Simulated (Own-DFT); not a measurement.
AlGa3N4 (wurtzite random alloy, atoms displaced) (calculated)

All values are calculated (Own-DFT development build). A calculation, not a measurement: plane-wave density functional theory by an unreviewed code, no spin, of a simulated periodic cell, stress positive in tension, run twice, with PBE and with PBEsol, both on files made for PBE, so the change isn't that of files made for PBEsol, forces on such cells passed a denser k mesh, this cell's mesh not checked; the far tail of each file's local potential was reset to the Coulomb form; each entry is a single point on an unrelaxed cell, so the pressure reflects the starting lattice, mostly measured values (interpolated for alloys), from which strain is counted, and rises with the displacements; printed positions are rounded, which can move forces by about a meV/angstrom; the program, named Own-DFT, is a retired in-house code; no spin-orbit coupling; stress was not checked against mesh or cutoff.

```cif
# cell vector a (Å): 9.5092 0.0000 0.0000
# cell vector b (Å): -4.7546 8.2353 0.0000
# cell vector c (Å): 0.0000 0.0000 10.2685
data_AlGa3N4
_symmetry_space_group_name_H-M 'P 1'
_symmetry_Int_Tables_number 1
_cell_length_a 9.5092
_cell_length_b 9.5093
_cell_length_c 10.2685
_cell_angle_alpha 90.000
_cell_angle_beta 90.000
_cell_angle_gamma 120.000
_cell_volume 804.14
loop_
_atom_site_label
_atom_site_type_symbol
_atom_site_fract_x
_atom_site_fract_y
_atom_site_fract_z
_atom_site_occupancy
Ga1 Ga 0.10806 0.22187 0.99537 1
Ga2 Ga 0.23907 0.10737 0.26004 1
N1 N 0.11230 0.21260 0.18264 1
N2 N 0.22109 0.09380 0.43478 1
Ga3 Ga 0.12152 0.22933 0.49872 1
Ga4 Ga 0.21651 0.12456 0.74262 1
N3 N 0.11629 0.24140 0.69816 1
N4 N 0.23791 0.12218 0.93847 1
Ga5 Ga 0.09800 0.56083 0.99958 1
Ga6 Ga 0.21852 0.43763 0.25094 1
N5 N 0.11325 0.55307 0.18248 1
N6 N 0.22802 0.45770 0.42988 1
Al1 Al 0.11965 0.56515 0.49855 1
Ga7 Ga 0.22147 0.44904 0.75220 1
N7 N 0.10748 0.54050 0.69459 1
N8 N 0.22488 0.44689 0.93728 1
Ga8 Ga 0.09915 0.89535 0.00273 1
Ga9 Ga 0.21292 0.77977 0.23880 1
N9 N 0.10838 0.90621 0.17514 1
N10 N 0.22696 0.78134 0.43878 1
Al2 Al 0.09705 0.88668 0.51051 1
Al3 Al 0.21658 0.76767 0.74919 1
N11 N 0.11099 0.88427 0.68024 1
N12 N 0.21057 0.76400 0.93473 1
Ga10 Ga 0.43595 0.21586 0.00797 1
Al4 Al 0.56205 0.11717 0.24062 1
N13 N 0.44020 0.21189 0.18997 1
N14 N 0.54732 0.11153 0.45191 1
Ga11 Ga 0.46609 0.23662 0.50941 1
Ga12 Ga 0.54432 0.10853 0.75633 1
N15 N 0.44305 0.23210 0.70559 1
N16 N 0.57904 0.12085 0.94199 1
Ga13 Ga 0.44480 0.55632 0.99484 1
Ga14 Ga 0.55214 0.45431 0.24860 1
N17 N 0.45081 0.56062 0.18574 1
N18 N 0.54999 0.44523 0.42885 1
Ga15 Ga 0.43158 0.55466 0.50736 1
Ga16 Ga 0.55842 0.43694 0.74550 1
N19 N 0.43749 0.54445 0.69646 1
N20 N 0.55266 0.45639 0.92939 1
Ga17 Ga 0.45970 0.90496 0.00596 1
Ga18 Ga 0.54502 0.77850 0.24651 1
N21 N 0.44934 0.87562 0.18613 1
N22 N 0.56507 0.76397 0.44516 1
Ga19 Ga 0.44110 0.89016 0.50768 1
Al5 Al 0.55514 0.76127 0.75530 1
N23 N 0.43592 0.88865 0.68031 1
N24 N 0.54765 0.78119 0.93949 1
Ga20 Ga 0.77679 0.22531 0.99049 1
Al6 Al 0.88470 0.10886 0.24833 1
N25 N 0.79913 0.22210 0.20068 1
N26 N 0.89055 0.10066 0.42514 1
Ga21 Ga 0.76979 0.22064 0.50664 1
Ga22 Ga 0.89753 0.11454 0.75417 1
N27 N 0.78924 0.22311 0.70005 1
N28 N 0.89569 0.12428 0.93772 1
Al7 Al 0.78555 0.56304 0.99692 1
Ga23 Ga 0.88394 0.45551 0.24457 1
N29 N 0.76324 0.54138 0.18607 1
N30 N 0.89334 0.43907 0.43941 1
Al8 Al 0.78268 0.56501 0.51691 1
Ga24 Ga 0.88675 0.42607 0.74148 1
N31 N 0.77106 0.55569 0.68213 1
N32 N 0.89596 0.45310 0.94952 1
Ga25 Ga 0.76906 0.87483 0.00070 1
Ga26 Ga 0.89465 0.77119 0.24424 1
N33 N 0.77795 0.90484 0.19755 1
N34 N 0.89965 0.77382 0.43441 1
Al9 Al 0.77700 0.87872 0.49413 1
Ga27 Ga 0.87570 0.77632 0.75163 1
N35 N 0.78253 0.89115 0.68819 1
N36 N 0.88645 0.77919 0.93509 1
_calc_functional 'PBE, then PBEsol'
_calc_potential_files 'PseudoDojo norm-conserving, scalar-relativistic, standard set'
_calc_wave_cutoff 42  # hartree
_calc_occupations 'Fermi-Dirac'
_calc_smearing_width 0.1  # eV
_calc_k_mesh '4 x 4 x 3 centred on Gamma'
_calc_PBE_pressure 10.57  # GPa
_calc_PBE_stress_xx -10.3  # GPa
_calc_PBE_stress_yy -9.99  # GPa
_calc_PBE_stress_zz -11.43  # GPa
_calc_PBE_stress_yz -0.15  # GPa
_calc_PBE_stress_xz -2.26  # GPa
_calc_PBE_stress_xy -0.63  # GPa
_calc_PBEsol_pressure 5.66  # GPa
_calc_PBEsol_stress_xx -5.36  # GPa
_calc_PBEsol_stress_yy -5.07  # GPa
_calc_PBEsol_stress_zz -6.55  # GPa
_calc_PBEsol_stress_yz -0.12  # GPa
_calc_PBEsol_stress_xz -2.19  # GPa
_calc_PBEsol_stress_xy -0.6  # GPa
_calc_rms_change_of_force_components_from_PBE_to_PBEsol 0.078  # eV/angstrom
```

Force:
| force element | PBE force x (eV/Å) | PBE force y (eV/Å) | PBE force z (eV/Å) | PBEsol force x (eV/Å) | PBEsol force y (eV/Å) | PBEsol force z (eV/Å) |
| --- | --- | --- | --- | --- | --- | --- |
| Ga | 1.254 | 1.261 | 1.153 | 1.231 | 1.243 | 1.136 |
| Ga | -3.374 | 0.556 | -1.215 | -3.308 | 0.551 | -1.204 |
| N | -0.243 | 0.428 | 1.502 | -0.149 | 0.492 | 1.422 |
| N | -0.381 | 1.461 | 3.402 | -0.373 | 1.587 | 3.237 |
| Ga | -0.918 | -0.956 | -0.933 | -0.904 | -0.926 | -0.925 |
| Ga | 1.565 | -1.909 | 1.378 | 1.544 | -1.825 | 1.376 |
| N | 0.131 | -2.694 | -2.737 | 0.147 | -2.652 | -2.668 |
| N | -2.659 | -2.237 | -1.623 | -2.616 | -2.185 | -1.575 |
| Ga | 4.558 | -0.531 | 0.697 | 4.456 | -0.518 | 0.69 |
| Ga | 0.223 | -0.321 | -2.265 | 0.226 | -0.297 | -2.2 |
| N | -1.152 | 0.765 | 1.29 | -1.157 | 0.762 | 1.25 |
| N | -1.113 | -1.182 | 2.145 | -0.944 | -1.238 | 2.053 |
| Al | -0.869 | -1.097 | -0.252 | -0.854 | -1.112 | -0.236 |
| Ga | 1.214 | 0.71 | 2.096 | 1.185 | 0.658 | 2.057 |
| N | -1.696 | 3.274 | -2.542 | -1.646 | 3.053 | -2.407 |
| N | -1.003 | 0.072 | 0.693 | -0.968 | 0.061 | 0.657 |
| Ga | 2.293 | 0.538 | -3.539 | 2.233 | 0.533 | -3.438 |
| Ga | 1.187 | -0.347 | 1.026 | 1.187 | -0.358 | 0.997 |
| N | 1.239 | -2.203 | 2.857 | 1.22 | -2.182 | 2.798 |
| N | -1.531 | -0.542 | -0.37 | -1.405 | -0.417 | -0.431 |
| Al | 2.506 | 0.396 | -2.868 | 2.504 | 0.405 | -2.891 |
| Al | -0.39 | 0.586 | 0.101 | -0.393 | 0.582 | 0.097 |
| N | -0.46 | 0.112 | 3.048 | -0.555 | 0.171 | 3.16 |
| N | 0.114 | 3.978 | -0.657 | 0.094 | 3.853 | -0.483 |
| Ga | 1.848 | 2.288 | -0.98 | 1.765 | 2.224 | -0.951 |
| Al | 1.538 | -0.584 | 1.644 | 1.543 | -0.595 | 1.645 |
| N | 2.424 | 1.412 | -0.032 | 2.199 | 1.436 | -0.104 |
| N | 1.983 | -0.445 | -2.497 | 1.945 | -0.416 | -2.33 |
| Ga | -2.676 | -0.412 | -0.422 | -2.609 | -0.424 | -0.436 |
| Ga | 1.101 | -0.56 | -0.665 | 1.08 | -0.533 | -0.648 |
| N | 0.848 | -3.432 | -2.641 | 0.845 | -3.34 | -2.603 |
| N | -5.454 | -2.058 | -0.947 | -5.336 | -2.031 | -0.931 |
| Ga | -1.432 | -0.039 | 0.916 | -1.403 | -0.044 | 0.898 |
| Ga | 0.181 | -1.509 | 0.095 | 0.173 | -1.46 | 0.113 |
| N | -1.407 | -0.325 | -0.565 | -1.366 | -0.323 | -0.549 |
| N | 1.052 | 0.587 | 3.072 | 0.955 | 0.517 | 2.985 |
| Ga | 1.975 | -0.211 | -0.347 | 1.933 | -0.213 | -0.379 |
| Ga | -1.174 | 3.065 | 1.768 | -1.18 | 2.981 | 1.75 |
| N | 0.702 | 1.742 | -0.922 | 0.668 | 1.546 | -0.97 |
| N | 3.356 | -0.823 | 1.653 | 3.171 | -0.839 | 1.572 |
| Ga | -1.459 | -1.879 | -1.3 | -1.377 | -1.865 | -1.249 |
| Ga | 4.727 | -1.925 | 2.783 | 4.621 | -1.9 | 2.691 |
| N | -5.255 | 4.388 | -0.116 | -5.125 | 4.2 | -0.165 |
| N | -1.805 | 1.793 | -0.731 | -1.941 | 1.635 | -0.771 |
| Ga | 0.965 | -0.39 | -2.941 | 0.903 | -0.351 | -2.849 |
| Al | -1.108 | 1.775 | -0.928 | -1.095 | 1.787 | -0.931 |
| N | 0.824 | -1.036 | 4.668 | 0.834 | -0.896 | 4.467 |
| N | 1.401 | -0.132 | -1.411 | 1.382 | -0.125 | -1.211 |
| Ga | 4.25 | 2.525 | 3.155 | 4.176 | 2.469 | 3.062 |
| Al | 3.499 | 0.826 | 0.472 | 3.54 | 0.853 | 0.461 |
| N | -5.288 | 1.338 | -2.076 | -5.299 | 1.504 | -2.141 |
| N | -0.255 | 0.128 | 3.219 | -0.237 | 0.238 | 3.283 |
| Ga | 1.998 | -0.432 | -1.229 | 1.94 | -0.401 | -1.206 |
| Ga | -0.228 | -1.025 | -0.248 | -0.231 | -0.971 | -0.226 |
| N | -2.398 | -3.541 | -1.874 | -2.344 | -3.432 | -1.842 |
| N | -0.154 | -2.36 | 0.031 | -0.139 | -2.284 | 0.006 |
| Al | -1.498 | -1.522 | -0.199 | -1.505 | -1.506 | -0.191 |
| Ga | 2.98 | -2.289 | 1.565 | 2.921 | -2.258 | 1.531 |
| N | 0.071 | 2.494 | -2.027 | 0.091 | 2.445 | -1.837 |
| N | -0.969 | 1.855 | 1.088 | -0.988 | 1.696 | 1.003 |
| Al | 0.48 | -1.015 | -6.078 | 0.468 | -1.037 | -6.131 |
| Ga | -0.861 | 4.583 | 2.053 | -0.797 | 4.452 | 2.013 |
| N | 1.365 | -0.248 | 3.056 | 1.296 | -0.254 | 3.278 |
| N | -3.936 | -1.719 | -2.452 | -3.687 | -1.768 | -2.43 |
| Ga | -1.043 | 2.319 | 1.186 | -1.023 | 2.264 | 1.155 |
| Ga | -2.095 | 0.928 | 0.829 | -2.043 | 0.917 | 0.835 |
| N | 0.971 | -3.659 | -1.925 | 0.933 | -3.811 | -1.97 |
| N | -1.646 | -0.759 | 0.889 | -1.649 | -0.763 | 0.702 |
| Al | 0.589 | 1.473 | -0.207 | 0.625 | 1.484 | -0.19 |
| Ga | 2.442 | -0.03 | -0.686 | 2.378 | -0.006 | -0.655 |
| N | -1.872 | -0.298 | -0.829 | -1.705 | -0.25 | -0.712 |
| N | -0.05 | -0.98 | 0.748 | -0.066 | -0.791 | 0.689 |
